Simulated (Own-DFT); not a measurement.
Simulation results for Si3N4 (beta silicon nitride, strained, atoms displaced)

A calculation, not a measurement: plane-wave PBE density functional theory by an unreviewed code, no spin, of a simulated periodic cell, stress positive in tension, free energy of the whole cell less one offset for each atom, forces on such cells moved up to 12 meV/angstrom on a denser k mesh; offsets are fitted by least squares, one for each functional and potential file, so energies compare only between cells with the same atoms and settings and are not formation energies; the far tail of each file's local potential was reset to the Coulomb form; each entry is a single point on an unrelaxed cell, so the pressure reflects the starting lattice, mostly measured values (interpolated for alloys), from which strain is counted, and rises with the displacements; printed positions are rounded, which can move forces by about a meV/angstrom; the program, named Own-DFT, is a retired in-house code; no spin-orbit coupling; before rounding, a Quantum ESPRESSO 7.3.1 run of the same cell and cutoff gave forces within 1 meV/angstrom rms on each cell, which checks the program and not the settings. Program: Own-DFT development build.

Settings shared by all entries: functional PBE; potential files PseudoDojo norm-conserving, scalar-relativistic, standard set; wave cutoff 42 hartree; occupations Fermi-Dirac; smearing width 0.1 eV; k mesh 2 x 2 x 4 centred on Gamma.

(1) Si3N4 (beta silicon nitride, strained, atoms displaced)

```cif
# cell vector a (Å): 14.9502 0.0807 0.2060
# cell vector b (Å): -7.4052 13.1584 -0.3250
# cell vector c (Å): 0.0788 -0.0981 5.8876
data_Si3N4
_symmetry_space_group_name_H-M 'P 1'
_symmetry_Int_Tables_number 1
_cell_length_a 14.9518
_cell_length_b 15.1025
_cell_length_c 5.8889
_cell_angle_alpha 92.441
_cell_angle_beta 88.449
_cell_angle_gamma 119.069
_cell_volume 1161.19
loop_
_atom_site_label
_atom_site_type_symbol
_atom_site_fract_x
_atom_site_fract_y
_atom_site_fract_z
_atom_site_occupancy
Si1 Si 0.08387 0.38183 0.12031 1
Si2 Si 0.11944 0.20271 0.12689 1
Si3 Si 0.29539 0.40951 0.13211 1
Si4 Si 0.42187 0.11743 0.38197 1
Si5 Si 0.38142 0.30156 0.38053 1
Si6 Si 0.20942 0.08714 0.37232 1
N1 N 0.16465 0.01412 0.11627 1
N2 N 0.49207 0.14960 0.11793 1
N3 N 0.35031 0.34245 0.13043 1
N4 N 0.33134 0.48732 0.36433 1
N5 N 0.01628 0.34841 0.37867 1
N6 N 0.15637 0.16945 0.37483 1
N7 N 0.16962 0.33412 0.13167 1
N8 N 0.33229 0.16458 0.35776 1
Si7 Si 0.08803 0.38984 0.62432 1
Si8 Si 0.12161 0.20996 0.62035 1
Si9 Si 0.29858 0.41246 0.61849 1
Si10 Si 0.40785 0.11705 0.86705 1
Si11 Si 0.38103 0.28919 0.87954 1
Si12 Si 0.19501 0.08301 0.89084 1
N9 N 0.16250 0.01618 0.62147 1
N10 N 0.48291 0.14339 0.63058 1
N11 N 0.35601 0.33737 0.63131 1
N12 N 0.33827 0.48302 0.88754 1
N13 N 0.01878 0.35171 0.87943 1
N14 N 0.14832 0.16401 0.86778 1
N15 N 0.17149 0.33833 0.62617 1
N16 N 0.33045 0.16264 0.86373 1
Si13 Si 0.08397 0.88239 0.13144 1
Si14 Si 0.11689 0.70368 0.11693 1
Si15 Si 0.30252 0.91877 0.13703 1
Si16 Si 0.41094 0.61248 0.37623 1
Si17 Si 0.38380 0.79985 0.37394 1
Si18 Si 0.20368 0.58713 0.37852 1
N17 N 0.16273 0.51118 0.12416 1
N18 N 0.48652 0.65162 0.13106 1
N19 N 0.35098 0.83329 0.13323 1
N20 N 0.33902 0.99251 0.36832 1
N21 N 0.01094 0.85205 0.38543 1
N22 N 0.15768 0.66792 0.36268 1
N23 N 0.16716 0.83312 0.11963 1
N24 N 0.33702 0.67170 0.36529 1
Si19 Si 0.08523 0.88327 0.63727 1
Si20 Si 0.11634 0.70236 0.64977 1
Si21 Si 0.29746 0.91251 0.63724 1
Si22 Si 0.40907 0.61726 0.86623 1
Si23 Si 0.38751 0.79707 0.87043 1
Si24 Si 0.20778 0.59061 0.85764 1
N25 N 0.16574 0.51572 0.62976 1
N26 N 0.48479 0.65867 0.62864 1
N27 N 0.35127 0.82817 0.62740 1
N28 N 0.33454 0.98473 0.88882 1
N29 N 0.01195 0.84640 0.88113 1
N30 N 0.14979 0.66422 0.87039 1
N31 N 0.17046 0.83509 0.63340 1
N32 N 0.33159 0.66545 0.87638 1
Si25 Si 0.59329 0.39470 0.13030 1
Si26 Si 0.61750 0.19839 0.12978 1
Si27 Si 0.79182 0.41318 0.13372 1
Si28 Si 0.91325 0.11074 0.35409 1
Si29 Si 0.88563 0.29758 0.38090 1
Si30 Si 0.70117 0.08424 0.37313 1
N33 N 0.66444 0.01389 0.12235 1
N34 N 0.99374 0.15059 0.12630 1
N35 N 0.84502 0.33056 0.13222 1
N36 N 0.83611 0.48857 0.37077 1
N37 N 0.52183 0.35296 0.36122 1
N38 N 0.64794 0.15798 0.37595 1
N39 N 0.67084 0.33153 0.11753 1
N40 N 0.82948 0.16253 0.37201 1
Si31 Si 0.58203 0.38117 0.62356 1
Si32 Si 0.61390 0.20161 0.62346 1
Si33 Si 0.79451 0.41195 0.61441 1
Si34 Si 0.92048 0.12051 0.87120 1
Si35 Si 0.88560 0.29915 0.89094 1
Si36 Si 0.70105 0.08723 0.87760 1
N41 N 0.66107 0.01444 0.62797 1
N42 N 0.99096 0.15430 0.62983 1
N43 N 0.85694 0.34815 0.61963 1
N44 N 0.83734 0.48462 0.88778 1
N45 N 0.51695 0.35348 0.87154 1
N46 N 0.64773 0.16673 0.87583 1
N47 N 0.66203 0.32755 0.62903 1
N48 N 0.83621 0.16616 0.86839 1
Si37 Si 0.58879 0.88753 0.12692 1
Si38 Si 0.60805 0.69221 0.11626 1
Si39 Si 0.79652 0.91244 0.11355 1
Si40 Si 0.91018 0.61033 0.37184 1
Si41 Si 0.88529 0.80133 0.37626 1
Si42 Si 0.70141 0.58903 0.36688 1
N49 N 0.66840 0.51952 0.11974 1
N50 N 0.98345 0.64969 0.13344 1
N51 N 0.85368 0.83679 0.11607 1
N52 N 0.83685 0.98533 0.38259 1
N53 N 0.52391 0.85443 0.38112 1
N54 N 0.64567 0.66226 0.37615 1
N55 N 0.66720 0.83312 0.12832 1
N56 N 0.83351 0.66721 0.37654 1
Si43 Si 0.58526 0.88179 0.63879 1
Si44 Si 0.61850 0.69495 0.62908 1
Si45 Si 0.80270 0.91527 0.61302 1
Si46 Si 0.90705 0.61501 0.86975 1
Si47 Si 0.88783 0.79626 0.88525 1
Si48 Si 0.70143 0.58918 0.89012 1
N57 N 0.66989 0.51467 0.61515 1
N58 N 0.98227 0.64436 0.64578 1
N59 N 0.85206 0.83250 0.62746 1
N60 N 0.83432 0.99049 0.89781 1
N61 N 0.51022 0.84219 0.88082 1
N62 N 0.64603 0.66731 0.88425 1
N63 N 0.66801 0.82857 0.61835 1
N64 N 0.83233 0.66513 0.88695 1
```

The calculation gives: free energy of cell above offsets -8.082 eV; pressure 8.58 GPa; stress xx -15.29 GPa; stress yy -7.57 GPa; stress zz -2.89 GPa; stress yz -4.19 GPa; stress xz 5.36 GPa; stress xy 0.99 GPa.

Force:
```csv
element,x (eV/Å),y (eV/Å),z (eV/Å)
Si,2.074,1.376,1.809
Si,1.238,1.784,0.341
Si,-3.068,3.667,-2.362
Si,-1.701,1.063,-3.138
Si,2.571,-1.762,-2.854
Si,-2.745,-1.292,0.92
N,-0.303,-1.272,2.457
N,-3.633,-1.286,0.827
N,5.396,-4.273,0.192
N,0.666,-1.337,3.212
N,-0.118,0.121,-0.392
N,0.621,-0.392,-0.804
N,-1.606,-1.671,-0.318
N,2.982,3.081,0.647
Si,0.636,-1.865,0.255
Si,-0.154,-1.066,0.755
Si,0.096,2.432,1.707
Si,4.458,-1.977,2.921
Si,-0.34,3.252,0.193
Si,0.881,0.835,-4.331
N,0.356,-0.721,0.652
N,0.135,0.75,-0.146
N,-0.674,-0.152,1.007
N,-0.349,0.826,-2.054
N,-1.599,-0.739,-1.702
N,0.217,0.895,0.493
N,-1.063,-0.432,-0.093
N,-2.834,0.668,0.494
Si,0.518,-0.195,0.264
Si,-0.366,-0.622,2.974
Si,-0.531,-2.634,-1.925
Si,0.271,2.884,-0.25
Si,3.35,-0.668,-0.74
Si,1.156,-0.346,-2.109
N,0.071,1.658,-0.722
N,-3.17,-1.899,-1.055
N,-0.926,1.195,-1.537
N,0.015,-2.126,3.657
N,3.104,1.257,-0.616
N,-2.956,1.149,1.919
N,0.189,1.059,0.585
N,-0.102,-2.121,0.621
Si,0.295,0.9,-1.65
Si,-1.065,0.447,-5.358
Si,1.267,0.632,-0.918
Si,3.157,-1.87,2.385
Si,-2.538,-1.187,1.504
Si,-1.388,-2.104,4.564
N,-0.075,0.531,-2.538
N,1.061,-1.403,-0.606
N,-2.734,2.399,1.195
N,0.265,0.676,-1.134
N,2.702,1.432,0.147
N,1.18,-0.305,1.273
N,-1.526,-1.074,-0.167
N,-0.483,1.891,-0.259
Si,1.241,-3.67,-2.805
Si,0.187,2.205,0.237
Si,3.037,0.813,-2.172
Si,-0.307,2.078,3.345
Si,-0.685,-1.006,-0.711
Si,1.113,-1.667,1.261
N,-0.265,1.241,-0.892
N,-2.727,-1.093,-0.724
N,0.256,0.556,1.38
N,-0.625,-3.339,1.572
N,-3.141,-1.236,2.157
N,-2.232,1.819,-0.041
N,-3.504,-0.281,0.783
N,1.711,1.314,-0.141
Si,1.59,1.856,-0.909
Si,1.404,-0.837,1.207
Si,-1.656,1.864,2.231
Si,-0.356,-1.11,0.788
Si,-0.181,-0.588,-2.859
Si,1.146,0.165,-0.551
N,0.263,-0.205,0.023
N,-0.626,-0.699,-2.218
N,2.78,-2.813,1.637
N,-0.972,-0.699,-1.269
N,-1.089,-0.705,1.758
N,1.813,-0.818,-1.567
N,0.1,1.781,-0.77
N,-1.409,1.322,0.387
Si,0.561,-2.133,0.512
Si,-1.176,5.392,5.646
Si,-0.709,-0.73,1.895
Si,0.585,3.784,1.428
Si,-0.696,-2.544,-1.273
Si,2.271,-0.007,2.77
N,-0.351,-0.416,0.475
N,0.622,0.421,-1.574
N,-0.803,0.306,3.002
N,0.414,-0.524,-2.026
N,-3.098,-0.911,-0.335
N,0.49,-0.722,-2.13
N,0.429,-1.112,-0.565
N,-0.652,0.442,-0.109
Si,1.825,0.014,-1.828
Si,-3.94,3.57,-0.036
Si,-1.892,-1.459,3.55
Si,2.69,-2.122,3.579
Si,-2.359,-1.464,-2.938
Si,1.082,-0.093,-4.231
N,-0.992,0.268,1.242
N,1.118,1.088,-3.652
N,-0.787,0.683,1.775
N,0.932,0.103,-3.598
N,2.829,2.124,0.466
N,4.176,-2.745,-3.799
N,0.447,0.981,0.733
N,-2.76,1.488,-0.303
```

(2) Si3N4 (beta silicon nitride, strained, atoms displaced)

```cif
# cell vector a (Å): 15.1796 -0.0932 0.2698
# cell vector b (Å): -7.6705 12.9970 -0.0087
# cell vector c (Å): 0.1032 0.0558 5.8922
data_Si3N4
_symmetry_space_group_name_H-M 'P 1'
_symmetry_Int_Tables_number 1
_cell_length_a 15.1823
_cell_length_b 15.0917
_cell_length_c 5.8934
_cell_angle_alpha 90.076
_cell_angle_beta 87.982
_cell_angle_gamma 120.895
_cell_volume 1157.79
loop_
_atom_site_label
_atom_site_type_symbol
_atom_site_fract_x
_atom_site_fract_y
_atom_site_fract_z
_atom_site_occupancy
Si1 Si 0.08308 0.38903 0.12669 1
Si2 Si 0.11419 0.20062 0.13807 1
Si3 Si 0.29669 0.41650 0.12645 1
Si4 Si 0.40989 0.11445 0.38415 1
Si5 Si 0.38352 0.29765 0.37334 1
Si6 Si 0.20295 0.09391 0.37143 1
N1 N 0.16385 0.01419 0.13964 1
N2 N 0.48099 0.14723 0.12058 1
N3 N 0.34715 0.32778 0.12476 1
N4 N 0.33301 0.49392 0.36824 1
N5 N 0.01494 0.34830 0.36891 1
N6 N 0.15298 0.16829 0.37772 1
N7 N 0.17254 0.33633 0.12187 1
N8 N 0.33409 0.17075 0.39008 1
Si7 Si 0.08402 0.38152 0.62463 1
Si8 Si 0.11437 0.20135 0.62360 1
Si9 Si 0.29710 0.41392 0.61935 1
Si10 Si 0.41110 0.10467 0.86854 1
Si11 Si 0.38922 0.30499 0.86337 1
Si12 Si 0.20418 0.08184 0.86019 1
N9 N 0.16735 0.01299 0.62085 1
N10 N 0.48848 0.15369 0.62500 1
N11 N 0.34804 0.33057 0.62849 1
N12 N 0.33305 0.48729 0.86840 1
N13 N 0.02105 0.35131 0.86940 1
N14 N 0.14215 0.16251 0.85927 1
N15 N 0.16501 0.33425 0.62073 1
N16 N 0.33869 0.16773 0.86251 1
Si13 Si 0.08826 0.88795 0.13177 1
Si14 Si 0.11156 0.69684 0.13314 1
Si15 Si 0.29537 0.91312 0.12224 1
Si16 Si 0.41207 0.61399 0.38131 1
Si17 Si 0.38652 0.79741 0.37671 1
Si18 Si 0.19595 0.58158 0.38402 1
N17 N 0.16709 0.51148 0.12292 1
N18 N 0.48208 0.65031 0.13226 1
N19 N 0.34780 0.83309 0.11821 1
N20 N 0.33825 0.98786 0.37717 1
N21 N 0.01024 0.84565 0.36339 1
N22 N 0.14747 0.66368 0.38729 1
N23 N 0.16387 0.83199 0.12994 1
N24 N 0.33539 0.66684 0.38952 1
Si19 Si 0.08834 0.89703 0.63351 1
Si20 Si 0.11825 0.70360 0.63106 1
Si21 Si 0.29792 0.91289 0.62002 1
Si22 Si 0.42163 0.62368 0.88742 1
Si23 Si 0.38723 0.79705 0.86952 1
Si24 Si 0.19389 0.58633 0.87580 1
N25 N 0.17020 0.51721 0.61836 1
N26 N 0.48242 0.65210 0.63068 1
N27 N 0.35762 0.82910 0.62744 1
N28 N 0.33322 0.98590 0.87205 1
N29 N 0.01264 0.84858 0.87716 1
N30 N 0.14757 0.66615 0.87217 1
N31 N 0.17132 0.83235 0.62228 1
N32 N 0.32855 0.66504 0.87180 1
Si25 Si 0.58676 0.38293 0.13494 1
Si26 Si 0.61514 0.20740 0.13459 1
Si27 Si 0.79814 0.41334 0.13543 1
Si28 Si 0.90771 0.11154 0.36653 1
Si29 Si 0.87601 0.29529 0.36211 1
Si30 Si 0.70295 0.09166 0.38177 1
N33 N 0.66692 0.01111 0.11134 1
N34 N 0.98532 0.15535 0.13184 1
N35 N 0.85007 0.33895 0.12447 1
N36 N 0.83669 0.48704 0.36564 1
N37 N 0.51203 0.34633 0.36400 1
N38 N 0.64957 0.16811 0.37365 1
N39 N 0.66836 0.33594 0.13718 1
N40 N 0.83539 0.16936 0.36680 1
Si31 Si 0.58971 0.38200 0.62963 1
Si32 Si 0.61660 0.20214 0.61833 1
Si33 Si 0.79514 0.40907 0.62792 1
Si34 Si 0.91344 0.11372 0.87209 1
Si35 Si 0.88443 0.29340 0.86915 1
Si36 Si 0.70384 0.09220 0.87888 1
N41 N 0.66161 0.01181 0.62493 1
N42 N 0.98178 0.14577 0.63587 1
N43 N 0.85257 0.33177 0.61112 1
N44 N 0.83378 0.49306 0.86681 1
N45 N 0.51905 0.34815 0.88317 1
N46 N 0.65204 0.16790 0.89660 1
N47 N 0.66873 0.32909 0.61411 1
N48 N 0.83118 0.16716 0.86116 1
Si37 Si 0.58443 0.88132 0.11427 1
Si38 Si 0.61459 0.70053 0.12238 1
Si39 Si 0.79404 0.90940 0.12535 1
Si40 Si 0.91505 0.61368 0.36985 1
Si41 Si 0.88613 0.79872 0.36763 1
Si42 Si 0.70690 0.58170 0.37720 1
N49 N 0.66695 0.51333 0.11937 1
N50 N 0.98548 0.64735 0.11995 1
N51 N 0.84954 0.82991 0.12683 1
N52 N 0.83593 0.98909 0.38729 1
N53 N 0.51400 0.84986 0.36131 1
N54 N 0.65270 0.66437 0.38924 1
N55 N 0.66724 0.83534 0.13232 1
N56 N 0.83674 0.67334 0.37884 1
Si43 Si 0.58543 0.88191 0.62746 1
Si44 Si 0.61618 0.70208 0.61786 1
Si45 Si 0.79886 0.91165 0.62158 1
Si46 Si 0.91763 0.62266 0.86330 1
Si47 Si 0.88829 0.80124 0.86231 1
Si48 Si 0.70522 0.58607 0.87513 1
N57 N 0.66718 0.51514 0.62338 1
N58 N 0.98080 0.64242 0.62928 1
N59 N 0.84389 0.83301 0.62694 1
N60 N 0.83822 0.98647 0.87530 1
N61 N 0.51698 0.84915 0.86516 1
N62 N 0.64578 0.66430 0.87189 1
N63 N 0.67209 0.84114 0.63662 1
N64 N 0.83164 0.66472 0.86793 1
```

It finds free energy of cell above offsets -6.647 eV; pressure 10.03 GPa; stress xx -8.47 GPa; stress yy -18.46 GPa; stress zz -3.15 GPa; stress yz 4.8 GPa; stress xz 7.01 GPa; stress xy -4.3 GPa.

Force:
```csv
element,x (eV/Å),y (eV/Å),z (eV/Å)
Si,3.266,-3.637,-1.256
Si,0.019,2.127,-3.272
Si,1.718,0.242,-1.138
Si,0.656,3.044,-1.145
Si,-0.367,0.684,-0.472
Si,2.508,-1.132,0.11
N,0.169,2.507,-2.215
N,0.535,0.131,0.666
N,-1.157,2.007,-0.037
N,0.703,-6.464,0.638
N,-1.876,-0.378,1.797
N,-1.191,-0.184,-0.32
N,-3.272,-2.114,0.415
N,0.157,-2.721,-0.552
Si,1.489,1.167,-2.972
Si,-1.832,1.211,0.339
Si,-0.563,0.731,0.971
Si,-0.26,7.947,1.408
Si,1.025,-2.807,2.71
Si,-0.692,4.109,2.822
N,0.351,5.816,-1.186
N,-0.831,-1.317,-0.727
N,-1.483,2.086,-1.735
N,1.185,0.024,0.584
N,-3.39,-1.123,2.545
N,3.023,-2.011,3.212
N,0.967,-0.638,-0.319
N,-0.975,-1.034,0.296
Si,0.423,-2.774,-1.092
Si,1.251,2.012,-0.084
Si,0.955,-1.049,0.986
Si,-0.985,4.655,1.436
Si,-0.615,-1.359,-2.021
Si,2.486,3.06,-3.209
N,-1.168,3.896,0.511
N,2.191,0.97,-0.056
N,-0.028,0.786,1.066
N,-0.356,-2.538,-0.594
N,2.487,2.228,3.467
N,0.255,-0.779,-2.22
N,-0.016,0.163,-0.202
N,-1.791,-0.693,-1.073
Si,0.686,-9.618,-2.268
Si,-1.983,-0.395,-0.445
Si,2.314,-1.197,0.749
Si,-4.368,-2.273,-1.379
Si,-0.654,-1.54,1.744
Si,3.887,-0.092,-0.632
N,-1.344,-2.73,3.452
N,2.101,0.846,-1.575
N,-4.612,3.596,-0.486
N,-0.553,-5.584,-0.606
N,2.631,1.869,0.23
N,-0.166,-0.486,1.498
N,-3.119,1.206,0.288
N,1.267,0.024,0.935
Si,0.539,0.13,-2.687
Si,-0.727,-1.802,-1.019
Si,-1.133,2.016,-3.226
Si,0.889,4.028,2.48
Si,3.492,0.898,0.216
Si,0.701,-3.007,-1.642
N,-0.402,2.368,1.978
N,-0.181,-0.796,-1.52
N,1.528,-1.039,-1.738
N,-0.288,-1.885,2.242
N,0.86,0.672,4.006
N,1.117,-0.713,-0.4
N,-0.436,0.138,-0.201
N,-1.172,-1.434,-0.172
Si,-0.701,-0.438,-0.971
Si,0.498,-1.346,3.006
Si,1.786,2.612,0.248
Si,-1.097,1.193,2.41
Si,-0.271,2.578,-0.295
Si,-0.458,-3.124,-0.772
N,-0.41,3.378,0.141
N,0.824,1.046,-4.322
N,-2.038,1.507,2.894
N,0.448,-4.265,0.949
N,-0.228,0.543,-0.725
N,-1.049,0.629,-2.98
N,-1.624,1.678,0.511
N,2.418,-0.704,0.552
Si,0.676,0.598,0.238
Si,0.58,0.516,1.656
Si,1.602,1.698,0.331
Si,-1.453,2.486,1.318
Si,-2.575,0.18,1.065
Si,-1.215,2.45,-1.52
N,-0.176,0.873,1.586
N,-1.172,-0.249,-0.651
N,-1.607,1.602,-1.226
N,0.11,-4.368,-2.39
N,1.557,0.657,1.798
N,0.214,-0.926,-3.691
N,-0.579,-2.386,-0.17
N,1.684,-4.186,-0.25
Si,1.031,0.321,-3.622
Si,-1.126,1.471,2.141
Si,-0.972,2.463,1.833
Si,-2.112,-1.388,3.673
Si,-3.087,-2.247,1.409
Si,-1.868,0.222,-0.717
N,0.046,-1.462,0.935
N,3.017,2.203,-4.29
N,3.09,-0.803,-0.799
N,0.04,-2.424,0.622
N,-0.817,-0.938,2.696
N,1.42,-1.111,-0.014
N,-1.349,-3.411,-0.658
N,1.098,2.819,0.148
```
